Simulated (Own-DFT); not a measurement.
# How strain changes the stress of wurtzite AlN, 128 atoms (Al64N64)

These are calculations, not measurements. They come from Own-DFT, an in-house plane-wave density functional program, since retired, whose code no person has reviewed. Each row is one single-point run on a periodic cell that was not relaxed, without spin or spin-orbit coupling.

Settings of every run: PBE; PseudoDojo norm-conserving scalar-relativistic files; cutoff 42 hartree; 2 x 2 x 2 k mesh centred on Gamma; Fermi-Dirac smearing of 0.1 eV.

Known limits: forces on such cells passed a denser k mesh, each cell not checked; stress not checked against mesh or cutoff.

Unstrained cell vectors in Å: (12.448, 0.000, 0.000); (-6.224, 10.780, 0.000); (0.000, 0.000, 9.964). The unstrained cell has measured lattice constants (interpolated for alloys), not those of this functional. That, the random moves and any unrelaxed bonds set the pressure at no strain. Each run strains this cell uniformly, with the atoms carried along. Every atom was also moved at random, by a Gaussian of width 0.05 Å on each axis. Strain is the symmetric tensor, in per cent. Stress is positive in tension, and the pressure is minus a third of its trace.

| run | e_xx (%) | e_yy (%) | e_zz (%) | e_yz (%) | e_xz (%) | e_xy (%) | s_xx (GPa) | s_yy (GPa) | s_zz (GPa) | s_yz (GPa) | s_xz (GPa) | s_xy (GPa) | P (GPa) | E (meV/atom) |
|---|---|---|---|---|---|---|---|---|---|---|---|---|---|---|
| 1 | 1.07 | 0.81 | -0.27 | -0.08 | -0.22 | -1.27 | -1.23 | -0.44 | -4.02 | -0.47 | -1.15 | -4.74 | 1.89 | 0.0 |
| 2 | 1.93 | -0.38 | -1.46 | -1.00 | -0.35 | -0.46 | 3.13 | -7.00 | -12.60 | -2.50 | -1.52 | -2.13 | 5.49 | 17.1 |
| 3 | 1.15 | -1.58 | -1.79 | -1.95 | -0.96 | -0.16 | -3.57 | -13.73 | -15.39 | -5.35 | -2.97 | 0.01 | 10.90 | 38.7 |
| 4 | -0.17 | 1.14 | -1.49 | -0.02 | 0.44 | 1.66 | -7.49 | -3.54 | -10.27 | -0.35 | 1.62 | 7.22 | 7.10 | 26.2 |
| 5 | -0.38 | -0.05 | -1.07 | -0.76 | -0.09 | 0.06 | -8.94 | -6.15 | -11.21 | -1.51 | 0.11 | -0.67 | 8.77 | 25.7 |
| 6 | 1.47 | 0.25 | -1.06 | -1.84 | 0.80 | 1.78 | 0.48 | -4.50 | -10.36 | -4.39 | 2.08 | 6.13 | 4.79 | 39.6 |
| 7 | -1.45 | -1.13 | -1.84 | -0.84 | 1.28 | 0.01 | -15.68 | -14.50 | -17.75 | -2.96 | 2.99 | 1.09 | 15.98 | 50.3 |
| 8 | 1.10 | 1.31 | -0.16 | 0.70 | 1.06 | 0.17 | 0.73 | 0.57 | -4.93 | 2.44 | 2.32 | 0.92 | 1.21 | 13.0 |
| 9 | -1.89 | 1.70 | -0.95 | 1.96 | -0.93 | -0.45 | -15.62 | -0.26 | -9.46 | 5.13 | -3.13 | 0.25 | 8.45 | 33.0 |
| 10 | -1.96 | -0.80 | 1.56 | 1.58 | 1.37 | 0.35 | -14.98 | -11.55 | 0.15 | 4.36 | 2.91 | 1.40 | 8.80 | 33.9 |
| 11 | -0.58 | 1.95 | -0.81 | 0.34 | -1.05 | -0.47 | -7.07 | 2.05 | -8.13 | 0.78 | -2.83 | -2.15 | 4.38 | 12.6 |
| 12 | -0.15 | 1.29 | 1.43 | 0.30 | 0.69 | -0.04 | -4.70 | 0.49 | 1.90 | 0.84 | 1.62 | -2.13 | 0.77 | 10.7 |
| 13 | 0.03 | -0.05 | -0.94 | 0.93 | 1.26 | 0.86 | -7.11 | -5.87 | -10.93 | 2.00 | 3.39 | 3.21 | 7.97 | 32.0 |
| 14 | 1.54 | 1.72 | 0.08 | -0.20 | -1.86 | -1.08 | 2.88 | 2.25 | -2.73 | -0.12 | -3.96 | -3.32 | -0.80 | 24.9 |
| 15 | -0.88 | -0.17 | 0.26 | 1.71 | -0.38 | -1.52 | ? | ? | ? | ? | ? | ? | ? | ? |

E is the free energy for each atom above the lowest run shown.

## Worked fit

Each stress component was fitted by least squares to a constant and the strains of the runs shown, as fractions, with shears doubled. Shear strains stay in the fit of a normal stress only where such slopes are resolved. The slopes, in GPa:

```
stress  at no strain  per e_xx  per e_yy  per e_zz  scatter
  s_xx          -6.1  503 ± 14   81 ± 16   84 ± 18     0.64
  s_yy          -6.3   94 ± 21  465 ± 24   55 ± 26     0.95
  s_zz          -5.9   56 ± 19  123 ± 22  482 ± 24     0.85
```

Each shear stress against twice its own strain: yz 131 ± 9, xz 121 ± 12, xy 193 ± 20 GPa. These are stiffnesses along x, y and z of the frame in which the cell vectors are given, which need not be the crystal's axes. The atoms are held to the strained lattice; where symmetry lets them move under strain, relaxing them would lower some slopes. The table should be nearly symmetric about its diagonal, and what it lacks of that shows the noise. A ninth of its sum, 216 ± 5 GPa, estimates the bulk modulus near the mean pressure of these runs, 6.1 GPa, so it lies above the value at zero pressure.

## Withheld run

Question: what normal stresses and pressure should run 15 give?

The fit gives s_xx = -10.4, s_yy = -7.8, s_zz = -5.3 and P = 7.8 GPa. The calculation gave -10.35, -6.41, -5.72 and P = 7.49 GPa.
